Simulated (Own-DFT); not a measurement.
## Calculated data, TiO2 (rutile, atoms displaced)

Computed with Own-DFT development build. A calculation, not a measurement: plane-wave PBE density functional theory by an unreviewed code, no spin, of a simulated periodic cell, stress positive in tension, free energy of the whole cell less one offset for each atom, oxygen file: force components 24 meV/angstrom off all-electron in one glass; forces on such cells passed a denser k mesh, this cell's mesh not checked; offsets are fitted by least squares, one for each functional and potential file, so energies compare only between cells with the same atoms and settings and are not formation energies; the far tail of each file's local potential was reset to the Coulomb form; each entry is a single point on an unrelaxed cell, so the pressure reflects the starting lattice, mostly measured values (interpolated for alloys), from which strain is counted, and rises with the displacements; printed positions are rounded, which can move forces by about a meV/angstrom; the program, named Own-DFT, is a retired in-house code; no spin-orbit coupling; before rounding, a Quantum ESPRESSO 7.3.1 run of the same cell and cutoff gave forces within 1 meV/angstrom rms on each cell, which checks the program and not the settings.

Common to all runs: functional PBE; potential files PseudoDojo norm-conserving, scalar-relativistic, standard set; wave cutoff 72 hartree; occupations Fermi-Dirac; smearing width 0.1 eV; k mesh 3 x 3 x 3 centred on Gamma.

(1) TiO2 (rutile, atoms displaced)

```
cell vectors (Å)
   9.1874     0.0000     0.0000
   0.0000     9.1874     0.0000
   0.0000     0.0000     8.8761
atoms (fractions of the cell vectors)
Ti  0.00049  0.99944  0.99739
Ti  0.24878  0.24746  0.16516
O   0.15453  0.15570  0.99953
O   0.34356  0.34826  0.99736
O   0.40353  0.09582  0.16653
O   0.09467  0.39764  0.16787
Ti  0.99898  0.99616  0.33396
Ti  0.24972  0.24703  0.49828
O   0.15120  0.15148  0.33743
O   0.34736  0.35199  0.33275
O   0.40045  0.09797  0.50213
O   0.09689  0.40536  0.49934
Ti  0.99998  0.99955  0.66498
Ti  0.24474  0.25088  0.83490
O   0.15165  0.15680  0.66891
O   0.34672  0.34773  0.66902
O   0.40380  0.09747  0.83557
O   0.09873  0.40429  0.83557
Ti  0.99917  0.49993  0.00206
Ti  0.24595  0.74834  0.16519
O   0.15201  0.65476  0.00610
O   0.34509  0.84811  0.00194
O   0.40096  0.59812  0.16596
O   0.09699  0.90286  0.16342
Ti  0.00167  0.49940  0.33427
Ti  0.25137  0.74671  0.50138
O   0.14885  0.65286  0.33731
O   0.35009  0.84526  0.33067
O   0.39992  0.59722  0.50297
O   0.09687  0.89999  0.49974
Ti  0.00618  0.50238  0.66725
Ti  0.25324  0.74945  0.83447
O   0.15440  0.65010  0.66560
O   0.34413  0.84945  0.66226
O   0.40667  0.59865  0.83193
O   0.09704  0.90492  0.82605
Ti  0.50066  0.99886  0.99940
Ti  0.75018  0.24811  0.16530
O   0.65097  0.15021  0.00243
O   0.84418  0.34985  0.99375
O   0.90396  0.09862  0.16694
O   0.59884  0.40293  0.16870
Ti  0.49849  0.00335  0.32736
Ti  0.74761  0.25289  0.49771
O   0.65231  0.15193  0.33218
O   0.84767  0.34837  0.32975
O   0.89853  0.10096  0.49986
O   0.59949  0.39978  0.49880
Ti  0.49893  0.99807  0.66464
Ti  0.74960  0.25089  0.83424
O   0.65231  0.14910  0.66616
O   0.85039  0.34960  0.66530
O   0.90459  0.10139  0.83529
O   0.59448  0.40556  0.83178
Ti  0.49980  0.50214  0.00039
Ti  0.74672  0.75127  0.16818
O   0.65393  0.64837  0.99961
O   0.84666  0.85001  0.00418
O   0.90429  0.59930  0.16655
O   0.59886  0.90142  0.16778
Ti  0.49792  0.49888  0.33393
Ti  0.74969  0.75137  0.49993
O   0.65223  0.65579  0.32947
O   0.84567  0.85001  0.34024
O   0.90315  0.59650  0.50136
O   0.59747  0.90175  0.49934
Ti  0.49681  0.49569  0.66492
Ti  0.75030  0.75179  0.83453
O   0.65074  0.65374  0.66679
O   0.84479  0.84835  0.66886
O   0.90402  0.59820  0.83334
O   0.59801  0.90222  0.83420
```

- free energy of cell above offsets: -19.578 eV
- pressure: 4.81 GPa
- stress xx: -5.17 GPa
- stress yy: -4.98 GPa
- stress zz: -4.28 GPa
- stress yz: 0.01 GPa
- stress xz: -0.37 GPa
- stress xy: -0.05 GPa

Force:
| element | x (eV/Å) | y (eV/Å) | z (eV/Å) |
| --- | --- | --- | --- |
| Ti | -0.458 | -0.016 | 0.154 |
| Ti | -0.029 | 0.574 | 0.004 |
| O | -0.524 | -0.759 | 0.371 |
| O | 0.439 | 0.225 | 0.662 |
| O | -0.475 | 0.452 | -0.057 |
| O | 0.252 | 0.013 | -0.218 |
| Ti | -0.259 | 0.292 | 0.071 |
| Ti | -0.025 | 0.205 | 0.438 |
| O | 0.255 | 0.083 | -0.356 |
| O | -0.183 | -0.427 | -0.014 |
| O | 0.029 | 0.077 | -0.317 |
| O | 0.516 | -0.528 | 0.012 |
| Ti | -0.394 | 0.349 | -0.324 |
| Ti | 0.653 | 0.115 | -0.452 |
| O | -0.325 | -0.433 | -0.47 |
| O | 0.135 | 0.149 | -0.304 |
| O | -0.128 | -0.119 | 0.005 |
| O | 0.048 | -0.025 | 0.092 |
| Ti | -0.492 | 0.152 | -0.098 |
| Ti | 0.374 | 0.215 | 0.971 |
| O | -0.169 | -0.357 | -1.05 |
| O | 0.098 | -0.022 | -0.394 |
| O | 0.091 | -0.136 | 0.089 |
| O | 0.013 | 0.075 | 0.323 |
| Ti | -0.467 | 0.108 | 0.263 |
| Ti | 0.109 | 0.348 | -0.785 |
| O | 0.25 | 0.089 | -0.429 |
| O | -0.139 | 0.171 | 0.267 |
| O | 0.266 | -0.136 | -0.374 |
| O | -0.199 | 0.355 | 0.107 |
| Ti | -0.973 | -0.315 | -0.18 |
| Ti | 0.116 | 0.087 | -0.1 |
| O | 0.204 | 0.289 | 0.495 |
| O | 0.104 | -0.125 | 0.74 |
| O | -0.868 | 0.654 | 0.168 |
| O | 0.348 | -0.45 | 0.662 |
| Ti | 0.027 | 0.154 | -0.949 |
| Ti | 0.156 | 0.194 | 0.285 |
| O | 0.146 | 0.174 | -0.19 |
| O | 0.173 | 0.031 | 0.546 |
| O | 0.02 | 0.012 | -0.171 |
| O | -0.265 | 0.057 | -0.089 |
| Ti | 0.074 | -0.696 | 1.048 |
| Ti | 0.689 | -0.215 | 0.635 |
| O | -0.159 | -0.044 | -0.192 |
| O | -0.143 | -0.102 | 0.12 |
| O | 0.668 | -0.588 | -0.134 |
| O | -0.552 | 0.573 | -0.091 |
| Ti | 0.434 | 0.369 | 0.015 |
| Ti | -0.024 | 0.102 | -0.984 |
| O | 0.041 | 0.306 | 0.052 |
| O | -0.476 | -0.379 | 0.248 |
| O | -0.079 | -0.173 | -0.056 |
| O | 0.385 | -0.618 | 0.186 |
| Ti | 0.172 | -0.311 | 0.052 |
| Ti | 0.298 | -0.394 | -0.075 |
| O | 0.051 | 0.369 | 0.242 |
| O | 0.202 | 0.112 | -0.382 |
| O | -0.084 | 0.045 | -0.081 |
| O | -0.153 | 0.15 | -0.07 |
| Ti | 0.147 | 0.109 | -0.493 |
| Ti | -0.337 | -0.458 | 0.604 |
| O | -0.272 | -0.436 | 0.4 |
| O | 0.346 | 0.109 | -0.735 |
| O | -0.236 | 0.281 | -0.071 |
| O | -0.212 | 0.157 | 0.019 |
| Ti | 0.433 | 0.046 | 0.423 |
| Ti | -0.045 | -0.492 | -0.488 |
| O | 0.089 | -0.052 | 0.112 |
| O | 0.397 | 0.3 | -0.062 |
| O | 0.03 | 0.217 | 0.21 |
| O | -0.131 | -0.139 | 0.149 |

(2) TiO2 (rutile, atoms displaced)

```
cell vectors (Å)
   9.1874     0.0000     0.0000
   0.0000     9.1874     0.0000
   0.0000     0.0000     8.8761
atoms (fractions of the cell vectors)
Ti  0.00230  0.00017  0.99737
Ti  0.25038  0.25467  0.16578
O   0.15455  0.15145  0.99845
O   0.34295  0.35034  0.99804
O   0.40250  0.10175  0.16395
O   0.09492  0.40335  0.16810
Ti  0.99774  0.00260  0.33481
Ti  0.25016  0.25248  0.50048
O   0.15530  0.15312  0.33586
O   0.34689  0.34589  0.33622
O   0.40327  0.09906  0.49899
O   0.09512  0.40507  0.49793
Ti  0.99983  0.00113  0.66646
Ti  0.25045  0.24792  0.83311
O   0.15052  0.15154  0.66511
O   0.34836  0.34824  0.66531
O   0.40499  0.09822  0.83218
O   0.09726  0.40190  0.83463
Ti  0.99949  0.49882  0.99797
Ti  0.25479  0.75176  0.17207
O   0.15010  0.65555  0.00203
O   0.34629  0.84720  0.99917
O   0.40422  0.59699  0.16817
O   0.09682  0.89832  0.17098
Ti  0.00414  0.50515  0.33245
Ti  0.24874  0.74878  0.50081
O   0.15073  0.65388  0.33005
O   0.34723  0.84911  0.33419
O   0.40046  0.59606  0.50090
O   0.09610  0.90107  0.49471
Ti  0.00647  0.49839  0.66891
Ti  0.24719  0.75082  0.82596
O   0.15412  0.65287  0.66654
O   0.35351  0.85036  0.66652
O   0.40303  0.59432  0.83511
O   0.09968  0.90179  0.83052
Ti  0.50217  0.00116  0.99910
Ti  0.75006  0.25236  0.16534
O   0.65071  0.15578  0.00028
O   0.84293  0.34634  0.00831
O   0.90061  0.09714  0.16678
O   0.59821  0.40268  0.16859
Ti  0.49901  0.99855  0.33176
Ti  0.75060  0.24383  0.49474
O   0.65560  0.15564  0.33160
O   0.84556  0.34645  0.33588
O   0.89961  0.09491  0.49783
O   0.59782  0.40018  0.49915
Ti  0.50212  0.00009  0.66818
Ti  0.74599  0.24795  0.83388
O   0.64710  0.15067  0.66275
O   0.84737  0.34937  0.67047
O   0.90108  0.09806  0.83852
O   0.59800  0.40521  0.83200
Ti  0.49849  0.49882  0.99683
Ti  0.75092  0.75024  0.16636
O   0.65640  0.65319  0.00048
O   0.84896  0.84474  0.00115
O   0.90105  0.59996  0.16187
O   0.59807  0.90121  0.16440
Ti  0.50284  0.49737  0.33591
Ti  0.74997  0.75268  0.49761
O   0.65455  0.65070  0.33536
O   0.84418  0.84669  0.33551
O   0.90023  0.59744  0.49844
O   0.60212  0.89921  0.49868
Ti  0.49787  0.50033  0.66823
Ti  0.75461  0.74817  0.83527
O   0.65247  0.65296  0.66213
O   0.84582  0.84633  0.66910
O   0.90262  0.59676  0.83185
O   0.60177  0.90097  0.83557
```

- free energy of cell above offsets: -19.261 eV
- pressure: 5.01 GPa
- stress xx: -5.2 GPa
- stress yy: -5.23 GPa
- stress zz: -4.6 GPa
- stress yz: 0.28 GPa
- stress xz: 0.27 GPa
- stress xy: -0.05 GPa

Force:
| element | x (eV/Å) | y (eV/Å) | z (eV/Å) |
| --- | --- | --- | --- |
| Ti | -0.173 | -0.333 | 1.245 |
| Ti | -0.061 | -0.34 | 0.61 |
| O | -0.169 | -0.082 | 0.034 |
| O | 0.27 | -0.001 | -0.009 |
| O | 0.192 | -0.259 | 0.297 |
| O | 0.364 | -0.356 | -0.259 |
| Ti | 0.302 | -0.316 | -1.183 |
| Ti | 0.172 | -0.379 | -0.5 |
| O | -0.449 | -0.138 | -0.284 |
| O | 0.051 | 0.298 | -0.376 |
| O | 0.137 | -0.279 | -0.079 |
| O | 0.52 | -0.306 | 0.227 |
| Ti | -0.342 | -0.354 | -0.162 |
| Ti | 0.176 | -0.18 | -0.101 |
| O | -0.089 | 0.01 | 0.259 |
| O | -0.318 | -0.168 | 0.361 |
| O | -0.356 | 0.254 | 0.028 |
| O | 0.268 | -0.241 | -0.142 |
| Ti | 0.001 | 0.813 | 0.658 |
| Ti | -0.202 | -0.035 | -1.899 |
| O | 0.037 | -0.378 | -0.486 |
| O | 0.241 | 0.231 | -0.14 |
| O | -0.174 | 0.074 | -0.132 |
| O | -0.193 | 0.585 | -0.284 |
| Ti | -1.297 | 0.036 | 0.303 |
| Ti | 0.418 | 0.223 | -0.427 |
| O | 0.306 | -0.016 | 0.664 |
| O | 0.243 | 0.079 | 0.432 |
| O | -0.379 | 0.367 | -0.079 |
| O | 0.193 | -0.127 | 0.847 |
| Ti | -1.69 | -0.417 | -0.852 |
| Ti | 0.557 | 0.179 | 2.26 |
| O | -0.055 | -0.043 | -0.246 |
| O | -0.921 | -0.777 | -0.221 |
| O | -0.451 | 0.497 | -0.168 |
| O | -0.251 | 0.217 | -0.154 |
| Ti | -0.232 | -0.624 | 0.079 |
| Ti | 0.135 | 0.153 | 0.633 |
| O | -0.32 | -0.408 | -0.184 |
| O | 0.729 | 0.564 | -1.272 |
| O | 0.406 | -0.275 | -0.276 |
| O | -0.323 | -0.005 | -0.231 |
| Ti | 0.241 | 0.386 | 0.306 |
| Ti | -0.072 | 1.161 | 0.254 |
| O | -0.955 | -1.053 | 0.249 |
| O | 0.458 | 0.292 | -0.116 |
| O | 0.192 | -0.021 | 0.635 |
| O | -0.224 | 0.102 | 0.215 |
| Ti | 0.368 | -0.127 | -0.365 |
| Ti | 0.291 | 0.492 | -0.728 |
| O | 0.643 | 0.357 | 0.646 |
| O | 0.054 | -0.381 | 0.069 |
| O | 0.153 | -0.179 | -0.473 |
| O | 0.164 | -0.476 | 0.245 |
| Ti | 0.404 | 0.522 | 0.913 |
| Ti | -0.014 | -0.374 | 0.183 |
| O | -0.679 | -0.534 | -0.052 |
| O | 0.483 | 0.576 | -0.177 |
| O | 0.298 | -0.371 | 0.342 |
| O | -0.314 | 0.399 | 0.238 |
| Ti | 0.522 | 0.21 | -0.242 |
| Ti | 0.015 | -0.81 | 0.522 |
| O | -0.411 | -0.193 | -0.346 |
| O | 0.646 | 0.609 | -0.512 |
| O | 0.697 | -0.205 | 0.2 |
| O | -0.956 | 0.976 | -0.206 |
| Ti | 0.94 | 0.396 | -0.632 |
| Ti | -0.541 | -0.14 | -0.529 |
| O | -0.403 | -0.36 | 0.628 |
| O | 0.862 | 0.73 | -0.022 |
| O | 0.288 | -0.183 | 0.048 |
| O | -0.424 | 0.456 | -0.082 |

(3) TiO2 (rutile, atoms displaced)

```
cell vectors (Å)
   9.1874     0.0000     0.0000
   0.0000     9.1874     0.0000
   0.0000     0.0000     8.8761
atoms (fractions of the cell vectors)
Ti  0.99761  0.00468  0.00104
Ti  0.25029  0.25159  0.16283
O   0.15337  0.15502  0.00238
O   0.34249  0.34912  0.99752
O   0.40039  0.09834  0.16627
O   0.09850  0.40402  0.16921
Ti  0.99972  0.99729  0.33260
Ti  0.25169  0.25215  0.49946
O   0.15253  0.15496  0.33129
O   0.34923  0.34946  0.33315
O   0.40115  0.09902  0.50054
O   0.09844  0.40544  0.49869
Ti  0.99592  0.99911  0.67370
Ti  0.25078  0.24990  0.83238
O   0.14680  0.15465  0.66659
O   0.34547  0.34840  0.66952
O   0.39976  0.09623  0.83358
O   0.09932  0.40266  0.83184
Ti  0.99716  0.50120  0.99734
Ti  0.24948  0.74994  0.16623
O   0.15136  0.65265  0.00207
O   0.34706  0.84426  0.99614
O   0.40464  0.59697  0.16967
O   0.09447  0.90523  0.17005
Ti  0.99755  0.49921  0.33289
Ti  0.25002  0.74790  0.50012
O   0.15365  0.65443  0.33399
O   0.34975  0.85006  0.33407
O   0.40027  0.59959  0.49739
O   0.09905  0.90465  0.50110
Ti  0.00188  0.50151  0.66876
Ti  0.24747  0.75343  0.83069
O   0.15305  0.65285  0.66332
O   0.34844  0.84317  0.66104
O   0.40482  0.59715  0.83119
O   0.09847  0.90721  0.83299
Ti  0.49778  0.00369  0.99857
Ti  0.75306  0.24961  0.16346
O   0.65216  0.14633  0.99820
O   0.84606  0.34470  0.99878
O   0.90435  0.09676  0.16635
O   0.59650  0.40082  0.16626
Ti  0.50316  0.99978  0.33149
Ti  0.75173  0.25340  0.50198
O   0.65214  0.15148  0.33070
O   0.84281  0.34459  0.33333
O   0.90240  0.10034  0.49932
O   0.59873  0.40628  0.50306
Ti  0.49789  0.00290  0.66516
Ti  0.74669  0.25221  0.83550
O   0.65264  0.15212  0.66694
O   0.84663  0.34918  0.66450
O   0.90254  0.09828  0.83362
O   0.59382  0.40229  0.83251
Ti  0.50095  0.49868  0.99626
Ti  0.74953  0.75488  0.16468
O   0.64975  0.64882  0.99793
O   0.84527  0.84767  0.99998
O   0.90385  0.59780  0.16751
O   0.60007  0.90159  0.16635
Ti  0.49978  0.50081  0.33402
Ti  0.74740  0.74876  0.49807
O   0.65199  0.65045  0.33072
O   0.84567  0.84769  0.33479
O   0.90303  0.59846  0.49906
O   0.59769  0.89990  0.50192
Ti  0.49791  0.50230  0.66289
Ti  0.74879  0.75080  0.83226
O   0.65399  0.65145  0.66822
O   0.84839  0.84616  0.66847
O   0.90279  0.60108  0.83349
O   0.60047  0.90197  0.83440
```

- free energy of cell above offsets: -19.583 eV
- pressure: 4.91 GPa
- stress xx: -5.11 GPa
- stress yy: -5.13 GPa
- stress zz: -4.49 GPa
- stress yz: -0.13 GPa
- stress xz: 0.08 GPa
- stress xy: 0.08 GPa

Force:
| element | x (eV/Å) | y (eV/Å) | z (eV/Å) |
| --- | --- | --- | --- |
| Ti | 0.26 | -0.191 | 0.344 |
| Ti | -0.206 | 0.137 | 0.972 |
| O | -0.581 | -0.547 | -0.303 |
| O | 0.508 | 0.231 | -0.016 |
| O | 0.416 | -0.312 | -0.164 |
| O | -0.257 | 0.004 | -0.398 |
| Ti | 0.516 | 0.335 | 1.413 |
| Ti | -0.617 | -0.287 | -0.49 |
| O | -0.021 | -0.033 | 0.209 |
| O | -0.071 | -0.169 | 0.203 |
| O | 0.293 | -0.169 | 0.138 |
| O | -0.012 | -0.115 | 0.217 |
| Ti | 0.266 | 0.267 | -1.82 |
| Ti | -0.458 | -0.019 | -0.412 |
| O | 0.453 | 0.176 | 0.074 |
| O | 0.276 | 0.097 | -0.229 |
| O | 0.096 | -0.077 | -0.059 |
| O | -0.487 | 0.298 | 0.215 |
| Ti | 0.526 | 0.293 | 0.709 |
| Ti | 0.329 | -0.166 | 0.392 |
| O | -0.114 | -0.055 | -0.367 |
| O | 0.138 | 0.347 | 0.152 |
| O | -0.449 | 0.341 | -0.323 |
| O | 0.506 | -0.509 | -0.679 |
| Ti | 0.303 | 0.131 | 0.056 |
| Ti | -0.353 | 0.717 | -0.742 |
| O | -0.315 | -0.233 | -0.399 |
| O | -0.113 | -0.111 | -0.321 |
| O | 0.353 | -0.384 | 0.308 |
| O | -0.196 | -0.051 | -0.058 |
| Ti | -0.012 | -0.125 | -0.777 |
| Ti | 0.445 | -0.232 | 0.278 |
| O | -0.355 | -0.24 | 0.556 |
| O | 0.289 | 0.576 | 0.867 |
| O | -0.569 | 0.361 | 0.066 |
| O | 0.292 | -0.51 | 0.325 |
| Ti | -0.008 | -0.569 | 0.084 |
| Ti | -0.814 | 0.013 | 1.213 |
| O | 0.215 | 0.52 | -0.053 |
| O | 0.309 | 0.386 | -0.141 |
| O | -0.507 | 0.453 | -0.25 |
| O | 0.256 | -0.304 | -0.222 |
| Ti | -0.157 | 0.065 | 0.164 |
| Ti | 0.112 | -0.703 | -0.305 |
| O | -0.137 | -0.111 | 0.032 |
| O | 0.584 | 0.569 | -0.333 |
| O | -0.214 | -0.068 | 0.136 |
| O | -0.014 | -0.281 | -0.085 |
| Ti | 0.346 | -0.334 | -0.238 |
| Ti | -0.287 | -0.117 | -0.892 |
| O | -0.233 | -0.08 | 0.219 |
| O | 0.077 | 0.077 | 0.573 |
| O | -0.366 | 0.308 | 0.376 |
| O | 0.6 | -0.627 | -0.065 |
| Ti | -0.14 | 0.438 | 0.675 |
| Ti | -0.11 | -0.519 | 0.077 |
| O | 0.433 | 0.324 | 0.226 |
| O | 0.44 | 0.246 | 0.047 |
| O | -0.23 | 0.023 | -0.347 |
| O | -0.378 | 0.207 | -0.105 |
| Ti | 0.026 | -0.198 | -0.818 |
| Ti | 0.11 | -0.189 | 0.047 |
| O | 0.267 | 0.268 | 0.247 |
| O | 0.012 | -0.007 | -0.175 |
| O | -0.15 | 0.01 | 0.153 |
| O | -0.163 | 0.302 | -0.02 |
| Ti | -0.072 | 0.213 | 0.256 |
| Ti | -0.472 | 0.143 | -0.046 |
| O | -0.209 | -0.131 | -0.172 |
| O | -0.001 | 0.08 | -0.189 |
| O | 0.325 | -0.493 | 0.12 |
| O | -0.526 | 0.309 | -0.125 |

(4) TiO2 (rutile, atoms displaced)

```
cell vectors (Å)
   9.1874     0.0000     0.0000
   0.0000     9.1874     0.0000
   0.0000     0.0000     8.8761
atoms (fractions of the cell vectors)
Ti  0.00073  0.00275  0.00023
Ti  0.24966  0.25175  0.16435
O   0.15256  0.15008  0.99716
O   0.34586  0.34786  0.00238
O   0.40118  0.10051  0.16511
O   0.09855  0.40285  0.16489
Ti  0.99767  0.00034  0.33357
Ti  0.25095  0.24956  0.49880
O   0.15472  0.15433  0.33444
O   0.34782  0.34837  0.33303
O   0.40135  0.09560  0.50038
O   0.09709  0.40187  0.50156
Ti  0.99799  0.99983  0.66483
Ti  0.25017  0.24919  0.83172
O   0.15386  0.15188  0.66899
O   0.35201  0.34510  0.66837
O   0.40386  0.09743  0.83336
O   0.09668  0.40047  0.83346
Ti  0.00035  0.49874  0.99839
Ti  0.25065  0.75106  0.16288
O   0.15321  0.64797  0.99828
O   0.34742  0.84625  0.00095
O   0.40123  0.59503  0.16504
O   0.09760  0.90498  0.16640
Ti  0.99990  0.49997  0.33093
Ti  0.24756  0.75419  0.49728
O   0.15200  0.65138  0.32656
O   0.34512  0.84848  0.33368
O   0.40217  0.59764  0.49759
O   0.09723  0.89853  0.49773
Ti  0.99890  0.49644  0.66951
Ti  0.25082  0.74809  0.83240
O   0.15662  0.65319  0.66757
O   0.35109  0.85055  0.66455
O   0.40052  0.60027  0.83296
O   0.10075  0.90537  0.83432
Ti  0.49947  0.00077  0.99825
Ti  0.74696  0.25151  0.16975
O   0.65476  0.15218  0.99691
O   0.85065  0.34695  0.00293
O   0.90139  0.09818  0.17145
O   0.59958  0.39904  0.16756
Ti  0.50127  0.99888  0.33384
Ti  0.74972  0.25186  0.50054
O   0.65397  0.15323  0.33256
O   0.85129  0.34892  0.33650
O   0.90452  0.09589  0.50389
O   0.59551  0.39843  0.49723
Ti  0.49426  0.99635  0.66463
Ti  0.74802  0.24662  0.83494
O   0.65178  0.15127  0.66827
O   0.85138  0.34754  0.66787
O   0.90142  0.09695  0.83157
O   0.59791  0.40132  0.83346
Ti  0.49813  0.49859  0.99776
Ti  0.74932  0.74658  0.16817
O   0.65239  0.65369  0.99935
O   0.84813  0.84754  0.99747
O   0.90157  0.59789  0.16379
O   0.59277  0.89882  0.16444
Ti  0.50010  0.49950  0.33445
Ti  0.75083  0.74785  0.50182
O   0.65259  0.65232  0.33425
O   0.84731  0.84878  0.33390
O   0.90377  0.59788  0.50275
O   0.59689  0.90342  0.50146
Ti  0.50021  0.49998  0.66568
Ti  0.75208  0.74927  0.83111
O   0.65276  0.65442  0.66765
O   0.84221  0.84850  0.66962
O   0.90327  0.59930  0.83124
O   0.60133  0.90335  0.83222
```

* free energy of cell above offsets: -19.731 eV
* pressure: 4.69 GPa
* stress xx: -5.02 GPa
* stress yy: -4.94 GPa
* stress zz: -4.12 GPa
* stress yz: 0.33 GPa
* stress xz: 0.16 GPa
* stress xy: -0.05 GPa

Force:
| element | x (eV/Å) | y (eV/Å) | z (eV/Å) |
| --- | --- | --- | --- |
| Ti | -0.241 | -0.494 | -0.121 |
| Ti | 0.003 | -0.32 | 0.394 |
| O | 0.084 | 0.337 | 0.22 |
| O | 0.309 | 0.236 | -0.374 |
| O | 0.319 | -0.253 | 0.145 |
| O | -0.116 | -0.028 | 0.163 |
| Ti | 0.071 | 0.023 | -0.584 |
| Ti | -0.282 | 0.136 | -0.22 |
| O | -0.313 | -0.27 | 0.08 |
| O | 0.062 | 0.019 | 0.056 |
| O | -0.049 | 0.276 | -0.321 |
| O | 0.271 | -0.011 | -0.176 |
| Ti | 0.234 | -0.09 | 0.78 |
| Ti | 0.002 | -0.213 | -0.099 |
| O | -0.094 | -0.077 | -0.217 |
| O | -0.035 | 0.283 | -0.055 |
| O | -0.268 | 0.178 | 0.149 |
| O | 0.256 | -0.044 | 0.016 |
| Ti | -0.266 | -0.065 | 0.113 |
| Ti | -0.174 | -0.149 | 0.221 |
| O | 0.162 | 0.449 | -0.017 |
| O | 0.164 | 0.235 | -0.192 |
| O | 0.227 | 0.05 | 0.066 |
| O | 0.109 | -0.196 | 0.07 |
| Ti | 0.338 | 0.178 | 0.427 |
| Ti | -0.149 | -0.573 | -0.056 |
| O | 0.016 | 0.073 | 0.547 |
| O | 0.326 | 0.154 | -0.124 |
| O | 0.217 | -0.143 | 0.268 |
| O | -0.109 | 0.19 | 0.314 |
| Ti | 0.188 | 0.156 | -0.588 |
| Ti | -0.595 | 0.22 | -0.096 |
| O | -0.168 | -0.054 | -0.106 |
| O | -0.588 | -0.572 | 0.023 |
| O | 0.603 | -0.575 | -0.094 |
| O | -0.105 | -0.221 | -0.11 |
| Ti | 0.182 | -0.282 | -0.084 |
| Ti | 0.454 | 0.091 | -0.567 |
| O | -0.199 | -0.125 | 0.532 |
| O | -0.181 | -0.063 | -0.175 |
| O | 0.091 | -0.001 | -0.224 |
| O | -0.26 | 0.358 | -0.169 |
| Ti | -0.081 | -0.104 | -0.355 |
| Ti | 0.001 | -0.232 | 0.607 |
| O | -0.159 | -0.277 | 0.32 |
| O | -0.377 | -0.249 | -0.112 |
| O | -0.298 | 0.328 | -0.302 |
| O | 0.213 | 0.199 | 0.373 |
| Ti | 0.755 | 0.238 | 0.495 |
| Ti | 0.184 | -0.071 | -0.211 |
| O | 0.367 | 0.479 | -0.31 |
| O | -0.436 | -0.161 | -0.249 |
| O | 0.106 | 0.027 | -0.038 |
| O | -0.167 | 0.309 | -0.105 |
| Ti | 0.263 | 0.343 | 0.355 |
| Ti | 0.057 | 0.353 | -0.795 |
| O | -0.315 | -0.465 | 0.203 |
| O | 0.097 | 0.109 | 0.42 |
| O | 0.007 | -0.055 | 0.282 |
| O | 0.2 | 0.223 | 0.364 |
| Ti | -0.463 | 0.173 | -0.371 |
| Ti | 0.192 | 0.087 | -0.173 |
| O | -0.047 | -0.141 | 0.059 |
| O | -0.074 | -0.072 | 0.062 |
| O | -0.2 | 0.262 | -0.255 |
| O | 0.193 | -0.172 | -0.47 |
| Ti | -0.186 | 0.036 | -0.014 |
| Ti | -0.227 | 0.428 | 1.069 |
| O | -0.503 | -0.677 | -0.384 |
| O | 0.779 | 0.373 | -0.626 |
| O | 0.146 | -0.245 | 0.144 |
| O | -0.522 | 0.133 | 0.201 |
